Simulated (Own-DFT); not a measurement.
# Strain and stress in hcp Ru, 36 atoms (Ru36)

These are calculations, not measurements. The program, named Own-DFT, is a retired in-house plane-wave density functional code that no person has reviewed. Each row is one single-point run on a periodic cell that was not relaxed, without spin or spin-orbit coupling.

Settings of every run: PBE; PseudoDojo norm-conserving scalar-relativistic files; cutoff 50 hartree; 5 x 5 x 4 k mesh centred on Gamma; cold (Marzari-Vanderbilt) smearing of 0.2 eV.

Known limits: forces on such cells failed a check on a denser k mesh; stress not checked against mesh or cutoff.

Unstrained cell vectors in Å: (8.118, 0.000, 0.000); (-4.059, 7.030, 0.000); (0.000, 0.000, 8.563). The unstrained cell has measured lattice constants (interpolated for alloys), not those of this functional. That, the random moves and any unrelaxed bonds set the pressure at no strain. Each run strains this cell uniformly, with the atoms carried along. Every atom was also moved at random, by a Gaussian of width 0.05 Å on each axis. Strain is the symmetric tensor, in per cent. Stress is positive in tension, and the pressure is minus a third of its trace.

```
run,e_xx (%),e_yy (%),e_zz (%),e_yz (%),e_xz (%),e_xy (%),s_xx (GPa),s_yy (GPa),s_zz (GPa),s_yz (GPa),s_xz (GPa),s_xy (GPa),P (GPa),E (meV/atom)
1,-0.22,1.13,1.34,0.01,-1.83,-1.29,-4.56,0.61,2.10,-0.12,-6.29,-4.59,0.62,10.6
2,1.13,0.63,1.35,-0.40,-1.92,0.64,2.40,-0.04,2.98,-1.70,-6.53,2.56,-1.78,13.2
3,1.55,1.14,-0.30,-1.55,0.45,-0.06,3.28,1.04,-4.78,-5.63,1.21,-0.18,0.15,0.0
4,-0.71,-1.27,0.61,1.14,1.47,-0.12,-14.58,-16.51,-7.98,4.45,5.37,-0.90,13.02,34.5
5,0.27,-1.04,0.43,0.56,1.78,-0.89,-7.81,-12.82,-6.06,2.09,6.85,-4.01,8.89,17.0
6,-0.25,1.92,1.33,-1.46,-1.57,0.63,-3.05,5.35,3.94,-4.80,-5.38,2.39,-2.08,1.8
7,-1.65,0.36,0.89,0.32,-0.36,-1.75,-15.26,-7.55,-4.00,0.58,-1.47,-7.35,8.93,16.0
8,0.16,1.63,-0.73,1.01,-0.65,-0.84,-5.08,0.28,-9.32,3.93,-2.46,-2.73,4.70,10.8
9,-1.31,0.06,0.57,-1.29,1.48,1.31,-15.34,-9.14,-7.05,-4.38,5.77,5.86,10.51,28.8
10,-0.57,-0.66,-0.75,1.22,1.80,-1.28,-14.65,-15.59,-16.63,5.52,6.78,-5.42,15.62,47.0
11,-0.95,1.04,0.12,-0.38,-0.27,1.44,-11.21,-3.15,-6.93,-1.45,-0.83,6.02,7.10,10.9
12,0.15,1.77,1.31,0.70,-1.84,0.57,-1.75,5.08,3.77,2.31,-6.45,2.22,-2.37,8.7
13,-0.29,-1.55,-0.60,1.32,-1.69,-0.21,-14.93,-19.93,-16.25,5.34,-6.44,-0.70,17.04,45.9
14,1.55,0.39,0.31,-1.71,1.73,-0.33,1.06,-2.67,-3.30,-5.72,5.94,-0.26,1.63,26.7
15,0.52,-0.04,-0.24,1.02,-0.65,0.34,-4.53,-7.11,-9.24,3.92,-2.20,2.16,6.96,5.8
16,0.44,-0.53,0.05,1.32,1.44,1.72,?,?,?,?,?,?,?,?
```

E is the free energy for each atom above the lowest run shown.

## Worked fit

Each stress component was fitted by least squares to a constant and the strains of the runs shown, as fractions, with shears doubled. Shear strains stay in the fit of a normal stress only where such slopes are resolved. The slopes, in GPa:

| stress | at no strain | per e_xx | per e_yy | per e_zz | scatter |
|---|---|---|---|---|---|
| s_xx | -8.3 | 588 ± 18 | 228 ± 17 | 169 ± 24 | 0.64 |
| s_yy | -8.4 | 190 ± 13 | 611 ± 12 | 193 ± 17 | 0.46 |
| s_zz | -8.4 | 167 ± 18 | 205 ± 16 | 655 ± 23 | 0.62 |

Each shear stress against twice its own strain: yz 180 ± 8, xz 185 ± 4, xy 203 ± 8 GPa. These are stiffnesses along x, y and z of the frame in which the cell vectors are given, which need not be the crystal's axes. The atoms are held to the strained lattice; where symmetry lets them move under strain, relaxing them would lower some slopes. The table should be nearly symmetric about its diagonal, and what it lacks of that shows the noise. A ninth of its sum, 334 ± 7 GPa, estimates the bulk modulus near the mean pressure of these runs, 5.9 GPa, so it lies above the value at zero pressure.

## Withheld run

Question: what normal stresses and pressure should run 16 give?

The fit gives s_xx = -6.8, s_yy = -10.7, s_zz = -8.4 and P = 8.6 GPa. The calculation gave -6.90, -11.46, -8.26 and P = 8.87 GPa.
